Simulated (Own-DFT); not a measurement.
Simulation results for GaP (zincblende, atoms displaced)

All values are calculated (Own-DFT development build). A calculation, not a measurement: plane-wave PBE density functional theory by an unreviewed code, no spin, of a simulated periodic cell, stress positive in tension, free energy of the whole cell less one offset for each atom, forces on such cells passed a denser k mesh, this cell's mesh not checked; offsets are fitted by least squares, one for each functional and potential file, so energies compare only between cells with the same atoms and settings and are not formation energies; the far tail of each file's local potential was reset to the Coulomb form; each entry is a single point on an unrelaxed cell, so the pressure reflects the starting lattice, mostly measured values (interpolated for alloys), from which strain is counted, and rises with the displacements; printed positions are rounded, which can move forces by about a meV/angstrom; the program, named Own-DFT, is a retired in-house code; no spin-orbit coupling.

Settings shared by all entries: functional PBE; potential files PseudoDojo norm-conserving, scalar-relativistic, standard set; wave cutoff 42 hartree; occupations Fermi-Dirac; smearing width 0.1 eV; hardware one NVIDIA H100; k mesh 3 x 3 x 3 centred on Gamma.

(1) GaP (zincblende, atoms displaced)

```
CELL_PARAMETERS angstrom
10.90100 0.00000 0.00000
0.00000 10.90100 0.00000
0.00000 0.00000 10.90100
ATOMIC_POSITIONS crystal
Ga 0.00044 0.99870 0.00132
Ga 0.99792 0.25156 0.24793
Ga 0.24829 0.99534 0.24976
Ga 0.25006 0.25057 0.00375
P 0.12198 0.12489 0.12135
P 0.12456 0.37766 0.37822
P 0.37313 0.12539 0.37498
P 0.37796 0.37413 0.12377
Ga 0.00005 0.99966 0.49946
Ga 0.99941 0.24925 0.74953
Ga 0.25219 0.00010 0.75106
Ga 0.25097 0.24647 0.50367
P 0.12248 0.12574 0.62779
P 0.12325 0.37296 0.87446
P 0.37496 0.12405 0.87722
P 0.37561 0.37608 0.62512
Ga 0.99952 0.49993 0.00240
Ga 0.00225 0.74778 0.25058
Ga 0.24933 0.50244 0.24902
Ga 0.24766 0.75000 0.00112
P 0.12710 0.62568 0.12512
P 0.12639 0.87190 0.37411
P 0.37357 0.62193 0.37592
P 0.37529 0.87714 0.12565
Ga 0.99821 0.50274 0.50114
Ga 0.99809 0.75113 0.75222
Ga 0.25095 0.49919 0.74793
Ga 0.25029 0.75023 0.49884
P 0.12234 0.62640 0.62738
P 0.12420 0.87310 0.87397
P 0.37587 0.62437 0.87767
P 0.37411 0.87547 0.62404
Ga 0.49905 0.99934 0.99915
Ga 0.49757 0.25159 0.25112
Ga 0.74999 0.00204 0.24830
Ga 0.75204 0.24839 0.00262
P 0.62575 0.12470 0.12401
P 0.62286 0.37314 0.37419
P 0.87752 0.12378 0.37588
P 0.87209 0.37453 0.12591
Ga 0.49928 0.99955 0.50375
Ga 0.49982 0.24982 0.74987
Ga 0.75106 0.99904 0.75064
Ga 0.75021 0.24731 0.50043
P 0.62481 0.12375 0.62493
P 0.62357 0.37413 0.87564
P 0.87588 0.12414 0.87446
P 0.87354 0.37597 0.62454
Ga 0.50323 0.50195 0.00080
Ga 0.50247 0.74709 0.24786
Ga 0.75017 0.50042 0.24884
Ga 0.75192 0.74828 0.99891
P 0.62274 0.62428 0.12211
P 0.62436 0.87527 0.37325
P 0.87655 0.62411 0.37221
P 0.87242 0.87340 0.12419
Ga 0.49991 0.50047 0.50032
Ga 0.50193 0.74881 0.74868
Ga 0.75060 0.50214 0.74802
Ga 0.75157 0.75068 0.49985
P 0.62317 0.62862 0.62503
P 0.62355 0.87432 0.87228
P 0.87395 0.62453 0.87317
P 0.87523 0.87171 0.62691
```

* free energy of cell above offsets: -35.789 eV
* pressure: 2.7 GPa
* stress xx: -2.7 GPa
* stress yy: -2.7 GPa
* stress zz: -2.7 GPa
* stress yz: -0.27 GPa
* stress xz: -0.06 GPa
* stress xy: -0.14 GPa
* wall time: 513.4 s

Force:
```csv
element,x (eV/Å),y (eV/Å),z (eV/Å)
Ga,-0.222,-0.183,-0.334
Ga,0.383,0,0.389
Ga,-0.017,0.662,-0.059
Ga,-0.034,-0.008,-0.425
P,0.305,-0.054,0.695
P,0.073,-0.356,-0.281
P,0.055,-0.338,0.018
P,-0.359,0.409,0.162
Ga,0.149,-0.275,0.204
Ga,-0.243,0.228,0.104
Ga,-0.281,-0.019,0.011
Ga,-0.226,0.397,-0.246
P,0.303,-0.376,-0.202
P,0.25,0.259,0.161
P,-0.062,0.269,-0.16
P,0.035,-0.256,-0.028
Ga,0.013,-0.066,-0.275
Ga,-0.253,0.243,-0.257
Ga,0.126,-0.6,0.113
Ga,0.411,0.177,-0.186
P,-0.347,-0.134,-0.078
P,-0.318,0.251,0.189
P,0.28,0.431,-0.185
P,0.028,-0.495,-0.108
Ga,0.122,-0.186,0.005
Ga,0.167,-0.205,-0.045
Ga,-0.194,0.13,0.395
Ga,-0.04,-0.256,0.253
P,0.276,0.048,-0.171
P,0.128,0.28,0.175
P,-0.146,0.106,-0.319
P,0.01,-0.24,0.219
Ga,0.254,-0.02,0.022
Ga,0.157,-0.387,-0.145
Ga,0.002,-0.185,0.216
Ga,-0.266,0.054,-0.496
P,-0.335,0.099,0.161
P,0.388,0.252,0.201
P,-0.253,0.104,-0.242
P,0.257,0.195,-0.113
Ga,0.017,0.041,-0.582
Ga,-0.051,-0.041,0.103
Ga,-0.104,0.041,-0.055
Ga,-0.062,0.198,-0.124
P,0.102,0.062,0.182
P,0.46,0.085,-0.071
P,-0.066,-0.022,0.132
P,0.056,-0.137,-0.032
Ga,-0.4,-0.46,-0.335
Ga,-0.436,0.221,0.312
Ga,-0.361,-0.044,0.145
Ga,-0.396,0.145,-0.171
P,0.678,0.138,0.312
P,0.091,0.033,0.189
P,-0.31,0.122,0.268
P,0.411,0.019,0.228
Ga,0.124,-0.086,-0.013
Ga,-0.583,0.19,0.252
Ga,-0.42,-0.283,0.127
Ga,-0.16,-0.039,-0.291
P,0.365,-0.483,-0.338
P,0.224,0,0.379
P,0.216,-0.122,0.332
P,0.029,0.471,-0.29
```

(2) GaP (zincblende, atoms displaced)

```
CELL_PARAMETERS angstrom
10.90100 0.00000 0.00000
0.00000 10.90100 0.00000
0.00000 0.00000 10.90100
ATOMIC_POSITIONS crystal
Ga 0.99717 0.00126 0.00320
Ga 0.99944 0.24986 0.24716
Ga 0.25033 0.99790 0.24947
Ga 0.24963 0.25133 0.99942
P 0.12705 0.12422 0.12595
P 0.12551 0.37509 0.37431
P 0.37454 0.12533 0.37484
P 0.37610 0.37544 0.12681
Ga 0.99747 0.99996 0.49917
Ga 0.00140 0.24749 0.75066
Ga 0.24742 0.99970 0.74542
Ga 0.24785 0.24872 0.49997
P 0.12512 0.12460 0.62592
P 0.12547 0.37222 0.87378
P 0.37370 0.12462 0.87527
P 0.37586 0.37628 0.62649
Ga 0.00003 0.50083 0.00026
Ga 0.00345 0.75092 0.24939
Ga 0.25292 0.50022 0.24948
Ga 0.24813 0.75205 0.99760
P 0.12716 0.62372 0.12618
P 0.12086 0.87483 0.37686
P 0.37410 0.62725 0.37721
P 0.37543 0.87598 0.12692
Ga 0.99798 0.50143 0.49919
Ga 0.00009 0.74926 0.74945
Ga 0.25113 0.50084 0.74679
Ga 0.24898 0.74933 0.49906
P 0.12425 0.62498 0.62228
P 0.12660 0.87951 0.87641
P 0.37599 0.62352 0.87717
P 0.37453 0.87528 0.62055
Ga 0.49821 0.00126 0.99743
Ga 0.50017 0.24780 0.24845
Ga 0.75021 0.99994 0.24752
Ga 0.74994 0.25156 0.00010
P 0.62760 0.12253 0.12081
P 0.62223 0.37408 0.37143
P 0.87427 0.12363 0.37430
P 0.87251 0.37586 0.12492
Ga 0.50070 0.99637 0.49891
Ga 0.50015 0.24538 0.75125
Ga 0.74964 0.99918 0.75106
Ga 0.74810 0.25067 0.49813
P 0.62430 0.12703 0.62647
P 0.62214 0.37583 0.87457
P 0.87439 0.12597 0.87401
P 0.87650 0.37564 0.62515
Ga 0.49835 0.49747 0.00124
Ga 0.50228 0.75142 0.25085
Ga 0.74982 0.49931 0.24890
Ga 0.74991 0.74908 0.00327
P 0.62404 0.62952 0.12541
P 0.62600 0.87544 0.37433
P 0.87786 0.62533 0.37533
P 0.87655 0.87370 0.12516
Ga 0.49870 0.50077 0.49876
Ga 0.50003 0.74989 0.74583
Ga 0.75169 0.49997 0.74914
Ga 0.74880 0.74757 0.50092
P 0.62731 0.62465 0.62154
P 0.62312 0.87500 0.87549
P 0.87409 0.62500 0.87528
P 0.87334 0.87569 0.62525
```

* free energy of cell above offsets: -35.855 eV
* pressure: 2.68 GPa
* stress xx: -2.68 GPa
* stress yy: -2.68 GPa
* stress zz: -2.68 GPa
* stress yz: 0.09 GPa
* stress xz: 0.21 GPa
* stress xy: 0.19 GPa
* wall time: 495.9 s

Force:
```csv
element,x (eV/Å),y (eV/Å),z (eV/Å)
Ga,0.247,0.148,-0.288
Ga,0.061,0.023,0.252
Ga,-0.115,0.096,0.355
Ga,0.103,-0.087,0.155
P,-0.187,0.106,-0.132
P,-0.17,0.051,-0.039
P,0.048,-0.22,0.052
P,-0.12,-0.271,-0.172
Ga,0.03,0.08,0.249
Ga,-0.176,0.2,-0.083
Ga,0.461,-0.043,0.351
Ga,0.286,0.277,0.051
P,-0.29,-0.028,-0.422
P,-0.051,0.524,0.022
P,-0.234,-0.062,-0.205
P,0.035,-0.432,-0.256
Ga,0.08,-0.185,-0.074
Ga,-0.215,-0.251,0.016
Ga,-0.123,0.003,0.305
Ga,0.316,-0.135,0.277
P,-0.069,0.173,-0.254
P,0.542,0.138,-0.147
P,0.197,-0.109,-0.424
P,0.027,-0.211,-0.331
Ga,0.291,-0.3,-0.027
Ga,0.108,0.256,0.152
Ga,-0.158,0.027,0.371
Ga,-0.182,0.185,0.008
P,0.038,0.014,0.3
P,-0.488,-0.305,-0.264
P,-0.155,0.278,-0.401
P,-0.13,-0.148,0.395
Ga,0.018,-0.208,0.209
Ga,0.066,-0.221,-0.116
Ga,0.058,-0.098,0.139
Ga,-0.073,0.037,-0.29
P,-0.334,0.228,0.243
P,0.166,0.177,0.245
P,-0.05,0.287,-0.103
P,0.33,-0.039,-0.119
Ga,0.071,0.608,-0.028
Ga,-0.206,0.511,0.013
Ga,-0.141,0.107,-0.01
Ga,0.117,0.078,0.103
P,0.137,-0.489,-0.34
P,0.321,-0.088,-0.051
P,-0.011,-0.1,0.215
P,-0.091,-0.292,-0.084
Ga,0.263,0.345,0.053
Ga,-0.368,0.033,0.113
Ga,-0.11,0.356,0.194
Ga,0.008,0.249,-0.452
P,-0.02,-0.757,0.033
P,0.224,-0.069,0.041
P,-0.434,0.1,-0.321
P,-0.118,-0.024,0.098
Ga,0.091,-0.167,0.036
Ga,-0.034,-0.111,0.284
Ga,-0.225,-0.077,0.09
Ga,0.366,0.353,-0.341
P,-0.334,-0.246,0.385
P,0.154,-0.194,-0.086
P,0.085,0.087,0.053
P,0.064,-0.169,0.002
```

(3) GaP (zincblende, atoms displaced)

```
CELL_PARAMETERS angstrom
10.90100 0.00000 0.00000
0.00000 10.90100 0.00000
0.00000 0.00000 10.90100
ATOMIC_POSITIONS crystal
Ga 0.99982 0.00005 0.99695
Ga 0.00116 0.25082 0.25203
Ga 0.25351 0.00152 0.24885
Ga 0.25007 0.25095 0.00166
P 0.12523 0.12390 0.12268
P 0.12190 0.37327 0.37573
P 0.37758 0.12317 0.37361
P 0.37565 0.37130 0.12690
Ga 0.00005 0.99703 0.50297
Ga 0.99837 0.24867 0.75083
Ga 0.24877 0.00005 0.74623
Ga 0.25469 0.25091 0.49847
P 0.12409 0.12909 0.62437
P 0.12244 0.37347 0.87392
P 0.37451 0.12183 0.87212
P 0.37679 0.37442 0.62466
Ga 0.99852 0.49852 0.99720
Ga 0.99817 0.74824 0.24756
Ga 0.24895 0.50104 0.25162
Ga 0.24684 0.75108 0.00283
P 0.12336 0.62653 0.12387
P 0.12598 0.87418 0.37698
P 0.37424 0.62124 0.37286
P 0.37463 0.87427 0.12334
Ga 0.00057 0.50144 0.49933
Ga 0.99708 0.75193 0.75055
Ga 0.24953 0.49645 0.74911
Ga 0.24667 0.74685 0.50204
P 0.12358 0.62507 0.62555
P 0.12561 0.87816 0.87621
P 0.37342 0.62592 0.87179
P 0.37421 0.87579 0.62305
Ga 0.49822 0.00215 0.00021
Ga 0.49882 0.25212 0.25200
Ga 0.74859 0.99937 0.24786
Ga 0.75061 0.25018 0.99632
P 0.62269 0.12263 0.12037
P 0.62601 0.37341 0.37628
P 0.87293 0.12867 0.37773
P 0.87592 0.37631 0.12097
Ga 0.49880 0.00403 0.50070
Ga 0.50053 0.25087 0.74949
Ga 0.74789 0.00016 0.75062
Ga 0.75170 0.24989 0.49862
P 0.62027 0.12815 0.62286
P 0.62330 0.37632 0.87895
P 0.87454 0.12482 0.87636
P 0.87565 0.37898 0.62482
Ga 0.50114 0.50065 0.00084
Ga 0.49983 0.74994 0.25238
Ga 0.75002 0.49726 0.25327
Ga 0.74956 0.74983 0.00006
P 0.62410 0.62499 0.12566
P 0.62391 0.87190 0.37250
P 0.87806 0.62558 0.37276
P 0.87353 0.87387 0.12605
Ga 0.50082 0.50002 0.50260
Ga 0.50228 0.75102 0.74995
Ga 0.75111 0.49897 0.75117
Ga 0.75189 0.75098 0.50038
P 0.62497 0.62294 0.62515
P 0.62787 0.87426 0.87249
P 0.87519 0.62703 0.87531
P 0.87417 0.87517 0.61818
```

* free energy of cell above offsets: -35.629 eV
* pressure: 2.74 GPa
* stress xx: -2.75 GPa
* stress yy: -2.74 GPa
* stress zz: -2.72 GPa
* stress yz: -0.12 GPa
* stress xz: -0.06 GPa
* stress xy: -0.32 GPa
* wall time: 499.5 s

Force:
```csv
element,x (eV/Å),y (eV/Å),z (eV/Å)
Ga,-0.134,-0.108,0.492
Ga,-0.284,-0.24,-0.51
Ga,-0.436,-0.299,0.011
Ga,0.048,-0.247,-0.382
P,-0.133,0.087,0.384
P,0.586,0.294,0.1
P,-0.247,0.352,0.026
P,-0.203,0.688,-0.172
Ga,0.255,0.639,-0.552
Ga,-0.11,0.179,-0.187
Ga,-0.049,0.067,0.071
Ga,-0.345,-0.121,-0.072
P,0.122,-0.318,-0.126
P,0.339,0.021,0.132
P,-0.119,0.495,0.122
P,-0.133,0.065,0.051
Ga,0.235,0.342,0.056
Ga,0.335,0.417,0.211
Ga,-0.231,-0.377,-0.36
Ga,0.273,-0.113,-0.439
P,0.025,-0.488,0.02
P,-0.086,0.09,-0.475
P,0.103,0.392,0.554
P,0.193,-0.015,0.221
Ga,-0.006,0.028,0.008
Ga,0.249,0.144,-0.1
Ga,-0.089,0.242,0.008
Ga,0.444,0.11,-0.275
P,-0.046,-0.158,0.303
P,-0.109,-0.348,-0.414
P,0.016,-0.069,0.422
P,0.109,-0.233,0.034
Ga,0.029,-0.527,-0.434
Ga,0.44,-0.423,-0.233
Ga,-0.018,0.221,0.218
Ga,-0.179,-0.028,0.46
P,0.311,0.594,0.562
P,-0.184,0.157,0.057
P,0.372,-0.802,-0.491
P,-0.192,-0.318,0.532
Ga,0.167,-0.71,-0.214
Ga,-0.129,0.003,0.38
Ga,0.177,0.194,-0.518
Ga,-0.219,0.277,0.519
P,0.785,-0.146,0.257
P,0.205,-0.151,-0.614
P,-0.089,-0.105,-0.44
P,-0.071,-0.491,0.032
Ga,-0.523,0.167,0.101
Ga,-0.271,-0.194,-0.406
Ga,0.097,0.24,-0.433
Ga,-0.055,-0.039,0.099
P,0.173,-0.039,0.17
P,0.123,0.563,0.568
P,-0.446,-0.174,0.277
P,0.222,0.244,-0.312
Ga,-0.038,-0.031,-0.391
Ga,-0.259,-0.03,-0.195
Ga,-0.195,0.127,0.13
Ga,-0.391,-0.483,-0.425
P,0.266,0.325,0.036
P,-0.418,0.114,0.474
P,-0.128,-0.17,-0.061
P,-0.133,0.117,1.132
```

(4) GaP (zincblende, atoms displaced)

```
CELL_PARAMETERS angstrom
10.90100 0.00000 0.00000
0.00000 10.90100 0.00000
0.00000 0.00000 10.90100
ATOMIC_POSITIONS crystal
Ga 0.00038 0.00060 0.00054
Ga 0.99772 0.24867 0.25246
Ga 0.24897 0.00112 0.24953
Ga 0.24861 0.24820 0.00138
P 0.12685 0.12654 0.12838
P 0.12497 0.37550 0.37286
P 0.37533 0.12442 0.37567
P 0.37719 0.37650 0.12249
Ga 0.99674 0.99928 0.50285
Ga 0.00031 0.24700 0.74992
Ga 0.24813 0.00163 0.75022
Ga 0.24962 0.25086 0.50206
P 0.12446 0.12460 0.62415
P 0.12601 0.37623 0.87353
P 0.37542 0.12283 0.87346
P 0.37560 0.37670 0.62745
Ga 0.00017 0.50023 0.00079
Ga 0.00007 0.75070 0.25040
Ga 0.24895 0.50094 0.24866
Ga 0.25237 0.75144 0.00309
P 0.12750 0.62576 0.12636
P 0.12494 0.87437 0.37689
P 0.37479 0.62695 0.37624
P 0.37489 0.87561 0.12552
Ga 0.99974 0.50082 0.49832
Ga 0.99963 0.75032 0.74693
Ga 0.24933 0.50147 0.74974
Ga 0.25191 0.74897 0.49843
P 0.12365 0.62819 0.62312
P 0.12261 0.87393 0.87658
P 0.37798 0.62468 0.87671
P 0.37421 0.87274 0.62436
Ga 0.49822 0.99882 0.99961
Ga 0.50133 0.25182 0.24910
Ga 0.75013 0.99933 0.25078
Ga 0.74960 0.25369 0.99653
P 0.62580 0.12674 0.12823
P 0.62405 0.37483 0.37512
P 0.87489 0.12652 0.37469
P 0.87502 0.37430 0.12683
Ga 0.49869 0.00176 0.49812
Ga 0.49637 0.25144 0.74648
Ga 0.75048 0.00117 0.74748
Ga 0.75204 0.25255 0.49915
P 0.62598 0.12275 0.62578
P 0.62491 0.37631 0.87529
P 0.87815 0.12231 0.87740
P 0.87403 0.37335 0.62561
Ga 0.50008 0.49941 0.00103
Ga 0.49937 0.74725 0.24720
Ga 0.75124 0.50364 0.24982
Ga 0.74814 0.74960 0.99911
P 0.62824 0.62947 0.12321
P 0.62615 0.87574 0.37231
P 0.87630 0.62722 0.37675
P 0.87856 0.87726 0.12298
Ga 0.49897 0.50288 0.49915
Ga 0.50006 0.75351 0.74910
Ga 0.75386 0.50095 0.74974
Ga 0.75024 0.74633 0.49931
P 0.62287 0.62431 0.62445
P 0.62384 0.87648 0.87280
P 0.87613 0.62602 0.87619
P 0.87495 0.87167 0.62705
```

- free energy of cell above offsets: -35.774 eV
- pressure: 2.7 GPa
- stress xx: -2.71 GPa
- stress yy: -2.7 GPa
- stress zz: -2.7 GPa
- stress yz: 0.29 GPa
- stress xz: -0.06 GPa
- stress xy: 0.23 GPa
- wall time: 516.5 s

Force:
```csv
element,x (eV/Å),y (eV/Å),z (eV/Å)
Ga,0.442,0.051,0.158
Ga,0.273,0.191,-0.209
Ga,0.119,-0.234,0.333
Ga,0.266,0.211,-0.307
P,-0.424,-0.086,-0.272
P,0.036,-0.058,0.27
P,-0.162,0.41,-0.189
P,-0.357,-0.211,0.377
Ga,0.166,-0.044,-0.249
Ga,0.024,0.231,0.123
Ga,0.016,-0.446,-0.003
Ga,0.089,0.055,-0.214
P,-0.027,-0.001,0.004
P,-0.189,-0.226,0.174
P,-0.145,0.35,0.159
P,-0.292,0.182,-0.54
Ga,0.135,-0.065,0.082
Ga,0.132,0.084,-0.07
Ga,0.352,-0.136,0.118
Ga,-0.154,-0.147,-0.414
P,-0.369,0.061,-0.177
P,-0.044,0.231,-0.112
P,0.02,-0.36,-0.452
P,0.03,0.077,0.153
Ga,0.073,-0.214,0.219
Ga,0.137,-0.079,0.554
Ga,0.035,0.262,0.085
Ga,-0.261,0.255,0.17
P,0.249,-0.436,0.033
P,0.346,0.022,-0.164
P,-0.281,0.24,-0.207
P,-0.069,0.492,-0.039
Ga,0.359,0.252,0.17
Ga,-0.254,-0.113,0.126
Ga,0.195,0.096,-0.233
Ga,0.081,-0.441,0.359
P,0.02,-0.184,-0.643
P,0.137,0.404,-0.019
P,-0.105,-0.373,0.277
P,-0.001,0.17,-0.174
Ga,0.236,-0.408,0.196
Ga,0.574,-0.29,0.472
Ga,0.165,-0.182,0.408
Ga,-0.395,-0.293,0.089
P,-0.158,0.541,-0.362
P,-0.114,0.003,-0.436
P,-0.491,0.375,-0.301
P,0.409,0.211,-0.044
Ga,0.371,0.257,-0.084
Ga,0.139,0.392,0.257
Ga,-0.093,-0.211,0.122
Ga,0.41,0.58,-0.252
P,-0.417,-0.681,0.193
P,-0.222,-0.327,0.328
P,-0.028,-0.239,-0.338
P,-0.527,-0.319,0.257
Ga,0.065,-0.363,0.03
Ga,-0.038,-0.387,0.078
Ga,-0.401,0.015,0.076
Ga,-0.316,0.437,0.104
P,0.313,0.094,0.226
P,0.263,0.032,0.212
P,0.018,-0.001,-0.138
P,-0.361,0.291,-0.349
```
